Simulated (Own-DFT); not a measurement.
# Strain and stress in wurtzite GaN, 72 atoms (Ga36N36)

Source: density functional calculations with Own-DFT, an unreviewed in-house program that is no longer used. Nothing was measured or relaxed, and spin and spin-orbit coupling are left out.

All runs used: PBE; PseudoDojo norm-conserving scalar-relativistic files (stringent for Ga); cutoff 96 hartree; 4 x 4 x 3 k mesh centred on Gamma; Gaussian smearing of 0.01 eV.

Keep in mind: forces not confirmed at this smearing and k mesh; stress not checked against mesh or cutoff.

Unstrained cell vectors in Å: (9.567, 0.000, 0.000); (-4.783, 8.285, 0.000); (0.000, 0.000, 10.370). The unstrained cell has measured lattice constants (interpolated for alloys), not those of this functional. That, the random moves and any unrelaxed bonds set the pressure at no strain. In each run the cell takes a homogeneous strain; fractional positions stay. Each atom got a random Gaussian move of width 0.05 Å along each axis. Strains are tensor components in per cent; tension counts as positive stress, and P is minus the mean normal stress.

| run | e_xx (%) | e_yy (%) | e_zz (%) | e_yz (%) | e_xz (%) | e_xy (%) | s_xx (GPa) | s_yy (GPa) | s_zz (GPa) | s_yz (GPa) | s_xz (GPa) | s_xy (GPa) | P (GPa) | E (meV/atom) |
|---|---|---|---|---|---|---|---|---|---|---|---|---|---|---|
| 1 | -0.90 | -1.60 | -0.28 | -1.06 | -0.77 | -1.18 | -13.81 | -14.37 | -12.12 | -1.97 | -1.25 | -4.97 | 13.43 | 27.8 |
| 2 | -1.59 | 0.84 | 1.79 | 1.06 | -0.29 | -1.43 | -12.81 | -3.20 | -0.59 | 1.45 | -1.18 | -5.34 | 5.53 | 5.5 |
| 3 | 0.14 | 1.22 | -1.13 | 0.82 | -1.48 | 1.44 | -5.29 | -3.31 | -11.35 | 2.30 | -2.73 | 4.76 | 6.65 | 4.2 |
| 4 | -0.93 | -0.63 | -1.44 | -0.87 | 0.75 | -0.70 | -11.65 | -13.14 | -16.26 | -2.32 | 2.28 | -2.79 | 13.68 | 28.1 |
| 5 | 0.39 | -1.31 | -1.99 | 0.30 | 1.96 | -0.01 | -7.71 | -14.62 | -18.37 | 0.31 | 4.77 | -1.28 | 13.56 | 33.6 |
| 6 | 1.54 | -1.89 | -1.18 | 1.37 | -1.80 | 0.50 | -3.56 | -14.13 | -13.85 | 3.74 | -3.60 | 1.15 | 10.52 | 17.3 |
| 7 | 1.78 | -0.98 | 0.24 | 1.74 | 1.59 | -0.30 | -0.11 | -10.36 | -6.58 | 3.75 | 2.91 | -0.26 | 5.69 | 19.2 |
| 8 | 1.22 | 0.39 | -0.62 | -1.26 | 1.00 | 0.58 | -1.59 | -3.29 | -11.59 | -2.10 | 1.84 | 2.91 | 5.49 | 0.0 |
| 9 | 0.47 | -1.23 | 0.00 | 1.41 | 0.97 | -1.21 | -7.11 | -12.74 | -7.65 | 3.08 | 1.73 | -4.69 | 9.17 | 22.8 |
| 10 | -0.55 | -0.29 | -1.01 | 1.73 | -1.97 | 0.39 | -10.44 | -9.30 | -12.76 | 3.79 | -3.67 | 0.21 | 10.83 | 11.9 |
| 11 | -1.91 | -0.93 | 1.05 | 1.92 | 1.44 | 1.75 | -17.61 | -12.00 | -3.84 | 3.32 | 3.48 | 5.28 | 11.15 | 31.6 |
| 12 | 1.40 | -1.78 | -1.09 | 0.69 | -0.50 | 0.95 | -3.54 | -14.57 | -13.78 | 1.35 | -1.21 | 2.84 | 10.63 | 26.3 |
| 13 | 0.49 | -0.28 | 1.27 | -1.00 | 0.64 | -0.98 | -6.58 | -5.51 | -1.66 | -2.19 | 1.48 | -2.10 | 4.58 | 2.9 |
| 14 | 0.32 | -0.11 | -1.00 | -0.22 | 1.89 | 0.46 | -6.47 | -6.69 | -12.66 | -0.89 | 4.20 | 1.47 | 8.61 | 1.3 |
| 15 | 1.65 | -1.87 | 1.70 | -1.73 | 1.31 | -0.64 | ? | ? | ? | ? | ? | ? | ? | ? |

The last column gives the free energy per atom over the lowest of the runs shown.

## What the rows give

Each stress component was fitted by least squares to a constant and the strains of the runs shown, as fractions, with shears doubled. Shear strains stay in the fit of a normal stress only where such slopes are resolved. The slopes, in GPa:

```
stress,at no strain,per e_xx,per e_yy,per e_zz,scatter
s_xx,-7.5,442 ± 14,142 ± 16,-4 ± 14,0.53
s_yy,-6.8,110 ± 26,446 ± 30,104 ± 26,0.98
s_zz,-8.0,53 ± 24,68 ± 27,475 ± 24,0.90
```

The slope of each shear stress on twice its own strain, from a fit on all six strains: yz 102 ± 5, xz 105 ± 3, xy 178 ± 6 GPa. These are stiffnesses along x, y and z of the frame in which the cell vectors are given, with the crystal's c axis along z: C11, C12, C13 and C33. Hexagonal symmetry asks that xx and yy behave alike, which is a second check on the noise. The atoms are held to the strained lattice; where symmetry lets them move under strain, relaxing them would lower some slopes. Slopes across the diagonal should nearly agree, so their difference gauges the noise. A ninth of the table's sum, 204 ± 5 GPa, estimates the bulk modulus near the mean pressure of these runs, 9.3 GPa, so it lies above the value at zero pressure.

## Prediction

Question: what normal stresses and pressure should run 15 give?

From the fit: s_xx = -2.9, s_yy = -11.6, s_zz = -0.3 and P = 4.9 GPa. DFT gave -0.43, -10.13, -2.25 and P = 4.27 GPa. This run lies off the fit, by chance or by something that the fit leaves out.
